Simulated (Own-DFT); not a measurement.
Simulation results for Hf$_{36}$O$_{71}$ (tetragonal hafnia with one neutral oxygen vacancy, atoms displaced)

Computed with Own-DFT development build. A calculation, not a measurement: plane-wave PBE and HSE06 DFT by an unreviewed code, no spin, of a simulated cell at Gamma alone, so results move with cell size and shape, stress positive in tension, energies less offsets, not probed for a lower state with spin; hafnium file: forces about 75 meV/angstrom off all-electron values; oxygen file: force components 24 meV/angstrom off all-electron in a glass; k mesh not checked against a denser one; forces and stress are PBE's, HSE06 gives the energy alone, and its difference from PBE has offsets of its own; offsets are fitted by least squares, one for each functional and potential file, so energies compare only between cells with the same atoms and settings and are not formation energies; the far tail of each file's local potential was reset to the Coulomb form; each entry is a single point on an unrelaxed cell, so the pressure reflects the starting lattice, taken from the Materials Project, from which strain is counted, and rises with the displacements; printed positions are rounded, which can move forces by about a meV/angstrom; the program is a retired in-house code; no spin-orbit coupling.

Common to all runs: first functional PBE; second functional HSE06; exact exchange share 0.25; screening 0.11 1/bohr; exchange divergence Gygi-Baldereschi; potential files PseudoDojo norm-conserving, scalar-relativistic, made for PBE, standard set; wave cutoff 48 hartree; occupations fixed; k mesh 1 x 1 x 1 centred on Gamma.

(1) Hf$_{36}$O$_{71}$ (tetragonal hafnia with one neutral oxygen vacancy, atoms displaced)

```cif
# cell vector a (Å): 10.7800 0.0000 0.0000
# cell vector b (Å): 0.0000 10.7800 0.0000
# cell vector c (Å): 0.0000 0.0000 10.4493
data_Hf36O71
_symmetry_space_group_name_H-M 'P 1'
_symmetry_Int_Tables_number 1
_cell_length_a 10.7800
_cell_length_b 10.7800
_cell_length_c 10.4493
_cell_angle_alpha 90.000
_cell_angle_beta 90.000
_cell_angle_gamma 90.000
_cell_volume 1214.30
loop_
_atom_site_label
_atom_site_type_symbol
_atom_site_fract_x
_atom_site_fract_y
_atom_site_fract_z
_atom_site_occupancy
Hf1 Hf 0.00133 0.00417 0.00176 1
Hf2 Hf 0.17282 0.16563 0.25249 1
O1 O 0.99913 0.16387 0.15444 1
O2 O 0.16840 0.00168 0.34259 1
O3 O 0.00167 0.17399 0.39638 1
O4 O 0.16393 0.00204 0.09353 1
Hf3 Hf 0.00867 0.00665 0.49971 1
Hf4 Hf 0.16245 0.16645 0.74739 1
O5 O 0.00083 0.16892 0.64947 1
O6 O 0.16928 0.00144 0.84751 1
O7 O 0.00355 0.16953 0.90391 1
O8 O 0.16538 0.99840 0.60527 1
Hf5 Hf 0.00194 0.33830 0.99392 1
Hf6 Hf 0.16847 0.50621 0.24837 1
O9 O 0.00273 0.48469 0.14952 1
O10 O 0.16529 0.33457 0.33801 1
O11 O 0.99577 0.49856 0.39846 1
O12 O 0.16232 0.33151 0.09389 1
Hf7 Hf 0.00400 0.33060 0.49726 1
Hf8 Hf 0.16418 0.50773 0.75328 1
O13 O 0.00480 0.50955 0.65205 1
O14 O 0.16594 0.33429 0.85473 1
O15 O 0.00203 0.49455 0.90828 1
O16 O 0.16145 0.33167 0.59927 1
Hf9 Hf 0.99846 0.66769 0.00354 1
Hf10 Hf 0.16887 0.83439 0.25445 1
O17 O 0.00516 0.84245 0.15850 1
O18 O 0.16281 0.66564 0.34391 1
O19 O 0.00096 0.83228 0.41142 1
O20 O 0.16531 0.65891 0.10053 1
Hf11 Hf 0.00264 0.66652 0.50385 1
Hf12 Hf 0.16803 0.83007 0.74547 1
O21 O 0.99955 0.83003 0.65658 1
O22 O 0.16370 0.66757 0.85112 1
O23 O 0.00124 0.83621 0.89746 1
Hf13 Hf 0.33472 0.99918 0.99848 1
Hf14 Hf 0.49549 0.16884 0.25829 1
O24 O 0.33009 0.15697 0.14834 1
O25 O 0.49990 0.00073 0.34578 1
O26 O 0.34503 0.16619 0.40427 1
O27 O 0.50569 0.99592 0.09977 1
Hf15 Hf 0.33272 0.00061 0.50723 1
Hf16 Hf 0.50160 0.16779 0.74584 1
O28 O 0.33251 0.17000 0.65535 1
O29 O 0.49701 0.00311 0.84216 1
O30 O 0.34096 0.16861 0.90473 1
O31 O 0.50121 0.99614 0.60148 1
Hf17 Hf 0.33126 0.34140 0.99979 1
Hf18 Hf 0.51058 0.49978 0.25122 1
O32 O 0.33112 0.49140 0.14791 1
O33 O 0.50314 0.32801 0.35037 1
O34 O 0.32684 0.50104 0.39628 1
O35 O 0.49529 0.32641 0.09448 1
Hf19 Hf 0.33744 0.33741 0.50367 1
Hf20 Hf 0.50460 0.49443 0.74610 1
O36 O 0.33153 0.50150 0.64880 1
O37 O 0.50459 0.32894 0.84448 1
O38 O 0.33222 0.50390 0.90377 1
O39 O 0.50325 0.33755 0.59981 1
Hf21 Hf 0.33571 0.67224 0.00203 1
Hf22 Hf 0.49599 0.83238 0.24686 1
O40 O 0.33124 0.83549 0.14688 1
O41 O 0.50696 0.66409 0.34749 1
O42 O 0.33373 0.82609 0.39873 1
O43 O 0.50296 0.66452 0.09050 1
Hf23 Hf 0.33475 0.67115 0.50693 1
Hf24 Hf 0.49936 0.83335 0.74440 1
O44 O 0.33528 0.83435 0.65172 1
O45 O 0.50375 0.67249 0.85910 1
O46 O 0.32589 0.83732 0.89999 1
O47 O 0.50007 0.67762 0.58916 1
Hf25 Hf 0.66175 0.99743 0.00812 1
Hf26 Hf 0.82729 0.16682 0.24547 1
O48 O 0.67123 0.16816 0.14936 1
O49 O 0.82727 0.99293 0.35210 1
O50 O 0.67362 0.16239 0.40606 1
O51 O 0.82903 0.00152 0.10295 1
Hf27 Hf 0.66094 0.00480 0.50274 1
Hf28 Hf 0.83276 0.15975 0.74664 1
O52 O 0.66437 0.16308 0.65471 1
O53 O 0.83425 0.99818 0.85425 1
O54 O 0.66821 0.15791 0.90888 1
O55 O 0.82243 0.00377 0.59028 1
Hf29 Hf 0.66243 0.32694 0.00206 1
Hf30 Hf 0.83426 0.49759 0.24654 1
O56 O 0.66851 0.50354 0.15728 1
O57 O 0.83594 0.33217 0.34284 1
O58 O 0.66184 0.50745 0.40660 1
O59 O 0.82133 0.33314 0.09601 1
Hf31 Hf 0.66945 0.33347 0.50681 1
Hf32 Hf 0.83213 0.50242 0.75347 1
O60 O 0.65981 0.49486 0.66123 1
O61 O 0.83538 0.33576 0.85185 1
O62 O 0.67161 0.50537 0.89639 1
O63 O 0.82984 0.33497 0.58914 1
Hf33 Hf 0.66162 0.67038 0.00562 1
Hf34 Hf 0.83813 0.83391 0.24612 1
O64 O 0.66838 0.84010 0.14895 1
O65 O 0.84147 0.66600 0.34681 1
O66 O 0.67020 0.82729 0.40695 1
O67 O 0.83723 0.66186 0.09815 1
Hf35 Hf 0.66270 0.66445 0.50466 1
Hf36 Hf 0.83543 0.83222 0.74755 1
O68 O 0.66733 0.83628 0.65263 1
O69 O 0.83971 0.66575 0.85199 1
O70 O 0.66783 0.82645 0.90530 1
O71 O 0.83832 0.67212 0.60043 1
```

The calculation gives: PBE energy of cell above offsets -97.475 eV; HSE06 less PBE above offsets 0.062 eV; PBE pressure 2.1 GPa; PBE stress xx -3.88 GPa; PBE stress yy 0.07 GPa; PBE stress zz -2.5 GPa; PBE stress yz 0.37 GPa; PBE stress xz 0.06 GPa; PBE stress xy 0 GPa.

Force:
| element | x (eV/Å) | y (eV/Å) | z (eV/Å) |
| --- | --- | --- | --- |
| Hf | -0.696 | 0.186 | -0.08 |
| Hf | -1.826 | 1.473 | -2.242 |
| O | 0.022 | -0.182 | 0.142 |
| O | 0.125 | -0.423 | 1.973 |
| O | 0.351 | -1.891 | 1.079 |
| O | 1.044 | -0.344 | 0.329 |
| Hf | -2.644 | -0.612 | -1.063 |
| Hf | 0.696 | 0.623 | 2.244 |
| O | -0.894 | -0.605 | -0.318 |
| O | -0.082 | 0.25 | -0.596 |
| O | -0.256 | -0.772 | -0.993 |
| O | 0.699 | 0.247 | -0.938 |
| Hf | -0.474 | -1.919 | 2.172 |
| Hf | -0.32 | -1.623 | -0.555 |
| O | -0.92 | 0.908 | 0.401 |
| O | 0.524 | -0.416 | 1.297 |
| O | 0.49 | 0.069 | 0.984 |
| O | 1.433 | -0.439 | 0.104 |
| Hf | -0.617 | 1.335 | -1.146 |
| Hf | 0.463 | -1.36 | 0.411 |
| O | -0.356 | 0.087 | 0.267 |
| O | 0.227 | 0.087 | -1.548 |
| O | 0 | 2.922 | -1.705 |
| O | 1.43 | -0.048 | -0.305 |
| Hf | 0.095 | 0.142 | -1.096 |
| Hf | -0.481 | -0.473 | -0.587 |
| O | -0.134 | -0.709 | -0.578 |
| O | 0.001 | 1.001 | 1.203 |
| O | 0.748 | 1.166 | -0.182 |
| O | 0.244 | 0.613 | -0.22 |
| Hf | -0.368 | -0.579 | -0.849 |
| Hf | -0.821 | 0.655 | 1.813 |
| O | 0.761 | 0.236 | -0.712 |
| O | 0.134 | 0.19 | -0.666 |
| O | 0.084 | -0.489 | 1.206 |
| Hf | -0.544 | 1.688 | -0.337 |
| Hf | 0.252 | -0.784 | -2.131 |
| O | 1.136 | 0.194 | 1.249 |
| O | -0.197 | -0.872 | 0.452 |
| O | -0.818 | 0.041 | 0.561 |
| O | -2.105 | -0.091 | 0.392 |
| Hf | 0.742 | -0.222 | -0.747 |
| Hf | -1.119 | -0.692 | 2.043 |
| O | 0.045 | -0.288 | -1.006 |
| O | 0.11 | -1.139 | 0.25 |
| O | -0.242 | 0.001 | -0.039 |
| O | -1.643 | 0.382 | -0.46 |
| Hf | -1.388 | -1.07 | 0.034 |
| Hf | -1.851 | -0.202 | 0.305 |
| O | 1.37 | 0.676 | 0.575 |
| O | 0.108 | 1.644 | 0.342 |
| O | 0.675 | 0.096 | 1.309 |
| O | 0.865 | 0.294 | 0.863 |
| Hf | -1.291 | 0.58 | -0.719 |
| Hf | -1.951 | 0.51 | 2.964 |
| O | 0.275 | 0.248 | 0.061 |
| O | 0.165 | 1.282 | -0.104 |
| O | 0.277 | 0.397 | -0.6 |
| O | -0.746 | -0.166 | -0.044 |
| Hf | -0.623 | -0.625 | -0.942 |
| Hf | 1.495 | 0.368 | 0.722 |
| O | 0.298 | -0.461 | 0.387 |
| O | -0.628 | 0.364 | -0.893 |
| O | -0.016 | 1.451 | 0.352 |
| O | -1.771 | 0.147 | 2.477 |
| Hf | -1.429 | -1.393 | -1.21 |
| Hf | 1.487 | 0.211 | 1.883 |
| O | -0.649 | -0.252 | -0.858 |
| O | -0.868 | -0.619 | -2.051 |
| O | 0.386 | -1.102 | -0.074 |
| O | -0.486 | -0.505 | 1.841 |
| Hf | 1.896 | -0.63 | -1.255 |
| Hf | 1.682 | -0.774 | 0.526 |
| O | -2.434 | -0.032 | 0.506 |
| O | 0.779 | 0.854 | -0.845 |
| O | -0.63 | 1.657 | -0.241 |
| O | 0.842 | -0.279 | -0.404 |
| Hf | 1.174 | -2.304 | -1.605 |
| Hf | 0.006 | -0.013 | 1.701 |
| O | 0.452 | 0.681 | -0.46 |
| O | 0.211 | 0.407 | -1.513 |
| O | -0.045 | 1.406 | -0.975 |
| O | 2.986 | 0.349 | 1.559 |
| Hf | 0.437 | -0.004 | -1.06 |
| Hf | 1.867 | 0.155 | 0.645 |
| O | -0.729 | -0.116 | -0.677 |
| O | -0.839 | 0.321 | 0.328 |
| O | 0.166 | -2.303 | 0 |
| O | 1.436 | 0.232 | 0.154 |
| Hf | -0.152 | -0.114 | -2.212 |
| Hf | 0.212 | 0.082 | 0.91 |
| O | 2.363 | 0.555 | -1.995 |
| O | -0.3 | -0.772 | -1.648 |
| O | -0.528 | -0.629 | 1.039 |
| O | 1.357 | 0.136 | 1.327 |
| Hf | 2.069 | -0.558 | -1.844 |
| Hf | -1.069 | 0.231 | 1.572 |
| O | -0.48 | -1.251 | 0.882 |
| O | -0.158 | -0.069 | -0.361 |
| O | -0.756 | 0.482 | -0.066 |
| O | -0.249 | 0.412 | 0.319 |
| Hf | 2.182 | 2.193 | -1.249 |
| Hf | -0.494 | -0.231 | 1.245 |
| O | -0.29 | -0.335 | 0.559 |
| O | 0.351 | 0.098 | -0.677 |
| O | 0.085 | 1.474 | -0.354 |
| O | -1.404 | -0.71 | 0.089 |

(2) Hf$_{36}$O$_{71}$ (tetragonal hafnia with one neutral oxygen vacancy, atoms displaced)

```cif
# cell vector a (Å): 10.7800 0.0000 0.0000
# cell vector b (Å): 0.0000 10.7800 0.0000
# cell vector c (Å): 0.0000 0.0000 10.4493
data_Hf36O71
_symmetry_space_group_name_H-M 'P 1'
_symmetry_Int_Tables_number 1
_cell_length_a 10.7800
_cell_length_b 10.7800
_cell_length_c 10.4493
_cell_angle_alpha 90.000
_cell_angle_beta 90.000
_cell_angle_gamma 90.000
_cell_volume 1214.30
loop_
_atom_site_label
_atom_site_type_symbol
_atom_site_fract_x
_atom_site_fract_y
_atom_site_fract_z
_atom_site_occupancy
Hf1 Hf 0.01033 0.99903 0.99644 1
Hf2 Hf 0.15664 0.15876 0.25203 1
O1 O 0.99618 0.17513 0.16092 1
O2 O 0.16344 0.00129 0.34934 1
O3 O 0.99426 0.16067 0.40279 1
O4 O 0.18092 0.99871 0.10305 1
Hf3 Hf 0.00351 0.98795 0.49755 1
Hf4 Hf 0.17664 0.17879 0.75012 1
O5 O 0.98384 0.17326 0.65234 1
O6 O 0.16762 0.99610 0.84854 1
O7 O 0.00019 0.16531 0.89743 1
O8 O 0.17676 0.00453 0.59969 1
Hf5 Hf 0.98285 0.33890 0.99012 1
Hf6 Hf 0.17760 0.49807 0.25377 1
O9 O 0.99743 0.50802 0.16683 1
O10 O 0.16213 0.32478 0.35674 1
O11 O 0.00052 0.49919 0.40219 1
O12 O 0.16032 0.34007 0.11211 1
Hf7 Hf 0.00175 0.32927 0.49214 1
Hf8 Hf 0.17325 0.49969 0.75459 1
O13 O 0.00361 0.49404 0.63762 1
O14 O 0.17389 0.34794 0.84840 1
O15 O 0.00126 0.50886 0.89836 1
O16 O 0.15199 0.33615 0.59835 1
Hf9 Hf 0.99071 0.65608 0.00455 1
Hf10 Hf 0.16895 0.83536 0.24454 1
O17 O 0.00510 0.84228 0.14951 1
O18 O 0.16474 0.67763 0.33766 1
O19 O 0.98233 0.82979 0.40131 1
O20 O 0.17381 0.66463 0.09394 1
Hf11 Hf 0.99673 0.67182 0.49885 1
Hf12 Hf 0.16532 0.84214 0.74077 1
O21 O 0.00503 0.82010 0.65629 1
O22 O 0.16779 0.67532 0.85164 1
O23 O 0.00121 0.83108 0.89509 1
O24 O 0.16877 0.66308 0.60731 1
Hf13 Hf 0.34607 0.01250 0.99254 1
Hf14 Hf 0.49295 0.15950 0.25217 1
O25 O 0.33015 0.16637 0.15769 1
O26 O 0.49784 0.99962 0.35582 1
O27 O 0.33296 0.16633 0.40567 1
O28 O 0.49884 0.99524 0.10152 1
Hf15 Hf 0.32468 0.00094 0.49747 1
Hf16 Hf 0.50561 0.15436 0.73973 1
O29 O 0.34163 0.16783 0.64623 1
O30 O 0.49920 0.99445 0.84867 1
O31 O 0.33487 0.17424 0.90303 1
O32 O 0.50223 0.01280 0.59347 1
Hf17 Hf 0.34439 0.34141 0.00211 1
Hf18 Hf 0.50185 0.49483 0.24069 1
O33 O 0.34642 0.50126 0.15281 1
O34 O 0.50249 0.33146 0.34186 1
O35 O 0.32885 0.51480 0.41658 1
O36 O 0.50162 0.33157 0.11420 1
Hf19 Hf 0.32773 0.33852 0.48798 1
Hf20 Hf 0.49937 0.49305 0.74260 1
O37 O 0.32442 0.49305 0.64437 1
O38 O 0.49098 0.33989 0.84932 1
O39 O 0.32857 0.49508 0.90004 1
O40 O 0.49364 0.32640 0.59871 1
Hf21 Hf 0.32660 0.66504 0.98914 1
Hf22 Hf 0.50247 0.83850 0.24780 1
O41 O 0.34607 0.84747 0.15353 1
O42 O 0.50348 0.65883 0.34867 1
O43 O 0.33900 0.83820 0.39985 1
O44 O 0.49937 0.66849 0.10023 1
Hf23 Hf 0.33891 0.66426 0.48385 1
Hf24 Hf 0.50675 0.83619 0.74985 1
O45 O 0.32240 0.83743 0.64223 1
O46 O 0.49358 0.67140 0.85793 1
O47 O 0.33509 0.82436 0.90154 1
O48 O 0.50227 0.67211 0.58925 1
Hf25 Hf 0.66574 0.99286 0.00103 1
Hf26 Hf 0.84639 0.16801 0.25473 1
O49 O 0.66734 0.16595 0.15738 1
O50 O 0.82335 0.99856 0.34185 1
O51 O 0.67915 0.16301 0.39908 1
O52 O 0.85746 0.00359 0.09400 1
Hf27 Hf 0.67284 0.99522 0.50099 1
Hf28 Hf 0.83365 0.17181 0.74385 1
O53 O 0.66444 0.17275 0.64377 1
O54 O 0.83906 0.00356 0.84699 1
O55 O 0.67182 0.16472 0.90169 1
O56 O 0.82698 0.99938 0.59380 1
Hf29 Hf 0.67543 0.33017 0.00080 1
Hf30 Hf 0.83261 0.48186 0.26325 1
O57 O 0.66635 0.51429 0.16182 1
O58 O 0.83140 0.32998 0.34785 1
O59 O 0.67246 0.49147 0.40486 1
O60 O 0.84274 0.32485 0.10775 1
Hf31 Hf 0.66141 0.33386 0.49472 1
Hf32 Hf 0.82962 0.49578 0.75599 1
O61 O 0.66699 0.49096 0.64471 1
O62 O 0.83239 0.33713 0.84568 1
O63 O 0.82364 0.32942 0.59698 1
Hf33 Hf 0.67315 0.67317 0.00569 1
Hf34 Hf 0.82571 0.84283 0.26049 1
O64 O 0.66075 0.82908 0.13432 1
O65 O 0.83428 0.67085 0.35910 1
O66 O 0.66475 0.83312 0.39787 1
O67 O 0.83573 0.66989 0.10002 1
Hf35 Hf 0.66465 0.67660 0.50524 1
Hf36 Hf 0.82826 0.85226 0.75072 1
O68 O 0.65889 0.82705 0.64698 1
O69 O 0.83461 0.66165 0.84922 1
O70 O 0.67383 0.83673 0.90723 1
O71 O 0.82483 0.66628 0.60092 1
```

It finds PBE energy of cell above offsets -88.562 eV; HSE06 less PBE above offsets 0.502 eV; PBE pressure 4.27 GPa; PBE stress xx -2.5 GPa; PBE stress yy -6.63 GPa; PBE stress zz -3.67 GPa; PBE stress yz 0.17 GPa; PBE stress xz 0.79 GPa; PBE stress xy 0.14 GPa.

Force:
| element | x (eV/Å) | y (eV/Å) | z (eV/Å) |
| --- | --- | --- | --- |
| Hf | 1.331 | -2.075 | -0.404 |
| Hf | 1.8 | 1.59 | -1.37 |
| O | 2.777 | -0.43 | -1.671 |
| O | -0.685 | -1.389 | 1.366 |
| O | 0.077 | -1.313 | -0.069 |
| O | -1.384 | 0.93 | -0.848 |
| Hf | 0.248 | 1.385 | 0.679 |
| Hf | -0.849 | -0.252 | -0.011 |
| O | 3.666 | -0.878 | -0.807 |
| O | 0.562 | 2.457 | -0.212 |
| O | 0.267 | 1.775 | 0.594 |
| O | -4.287 | 0.59 | 0.326 |
| Hf | 3.941 | -0.483 | 0.761 |
| Hf | -2.411 | 0.159 | -1.58 |
| O | 0.476 | -0.082 | -1.289 |
| O | 0.784 | 1.059 | -0.361 |
| O | 0.119 | -0.112 | -0.342 |
| O | 0.59 | 0.365 | -1.526 |
| Hf | -1.567 | 1.998 | 2.231 |
| Hf | -1.822 | 3.988 | -2.325 |
| O | -1.353 | 0.316 | 2.159 |
| O | -0.773 | -4.123 | 0.877 |
| O | -0.426 | -2.846 | -0.138 |
| O | 2.914 | -1.826 | 0.506 |
| Hf | 1.903 | 3.12 | 0.125 |
| Hf | 1.264 | 0.371 | -2.185 |
| O | -0.139 | -0.453 | 0.995 |
| O | 0.074 | -1.616 | 1.27 |
| O | 0.94 | 2.215 | 0.005 |
| O | -1.24 | -0.238 | 1.141 |
| Hf | -0.132 | -3.236 | 1.97 |
| Hf | 1.384 | -2.897 | 2.331 |
| O | -2.509 | 1.85 | -2.025 |
| O | 0.363 | -1.352 | -0.622 |
| O | -1.004 | 0.697 | 0.918 |
| O | -0.114 | 0.407 | -2.305 |
| Hf | -2.359 | -3.116 | 1.404 |
| Hf | 1.379 | 0.477 | 0.328 |
| O | 0.121 | 0.076 | -0.606 |
| O | 0.485 | 0.21 | -0.935 |
| O | -0.099 | 0.463 | -0.696 |
| O | 1.494 | 1.344 | -0.586 |
| Hf | 3.249 | -0.864 | -0.375 |
| Hf | -0.152 | 2.148 | -0.495 |
| O | -2.058 | 0.112 | 1.239 |
| O | 0.396 | 0.994 | 0.522 |
| O | -0.313 | 0.037 | -0.754 |
| O | 0.086 | -0.973 | 0.972 |
| Hf | -1.267 | -0.423 | 0.995 |
| Hf | 2.336 | 1.626 | 1.546 |
| O | -3.067 | -0.635 | -0.422 |
| O | -1.058 | -0.075 | 1.564 |
| O | -1.137 | -7.308 | -5.047 |
| O | 0.944 | -0.068 | -2.796 |
| Hf | 0.349 | -1.07 | 2.584 |
| Hf | -0.352 | 0.809 | -0.258 |
| O | 2.134 | -0.339 | 0.68 |
| O | 1.288 | -1.031 | 0.452 |
| O | 0.43 | 1.237 | -0.165 |
| O | 0.169 | 0.964 | -0.666 |
| Hf | 1.297 | 0.706 | 0.546 |
| Hf | -1.066 | -1.693 | 0.308 |
| O | -2.132 | -0.849 | 0.202 |
| O | -0.28 | 0.832 | -0.282 |
| O | -0.409 | -0.417 | -0.592 |
| O | 0.151 | -0.201 | -0.545 |
| Hf | -0.46 | 7.162 | 4.853 |
| Hf | -3.934 | -2.694 | 0.119 |
| O | 2.971 | 0.496 | 0.58 |
| O | 1.725 | -1.011 | -2.381 |
| O | 0.337 | 3.304 | -0.346 |
| O | -1.559 | -0.461 | 1.625 |
| Hf | 1.427 | 2.183 | 1.752 |
| Hf | -4.169 | -1.22 | -0.101 |
| O | 0.321 | -0.312 | -0.58 |
| O | 0.649 | 1.129 | 1.559 |
| O | -0.724 | -0.151 | 0.931 |
| O | -4.005 | -0.021 | 0.528 |
| Hf | -3.018 | 2.32 | -2.213 |
| Hf | -1.579 | 0.274 | 0.151 |
| O | 0.49 | -0.979 | 1.206 |
| O | -0.57 | 0.751 | -0.206 |
| O | -0.604 | 0.319 | 0.16 |
| O | 2.471 | -1.01 | 1.24 |
| Hf | -1.618 | -0.5 | 0.787 |
| Hf | 0.049 | 5.409 | -0.822 |
| O | 1.591 | -1.214 | -1.471 |
| O | 0.69 | -1.798 | 1.45 |
| O | 0.144 | 1.633 | -0.445 |
| O | -2.273 | 1.123 | -0.873 |
| Hf | -0.094 | -1.299 | 1.094 |
| Hf | 0.753 | 2.791 | -3.433 |
| O | -1.017 | 0.509 | 1.913 |
| O | 0.012 | -1.356 | 2.071 |
| O | 1.151 | 0.045 | -0.209 |
| Hf | -1.264 | -1.959 | 0.253 |
| Hf | 1.279 | -4.003 | -2.778 |
| O | 1.576 | 1.424 | 1.924 |
| O | -0.443 | -0.543 | -1.129 |
| O | 0.284 | 0.678 | -0.408 |
| O | -0.833 | 0.448 | 0.317 |
| Hf | 1.329 | -2.708 | -1.77 |
| Hf | 1.837 | -3.857 | 0.338 |
| O | 1.567 | 1.348 | 0.368 |
| O | -1.078 | 0.894 | 0.141 |
| O | 0.112 | -0.162 | -2.665 |
| O | 1.128 | 0.362 | 0.19 |
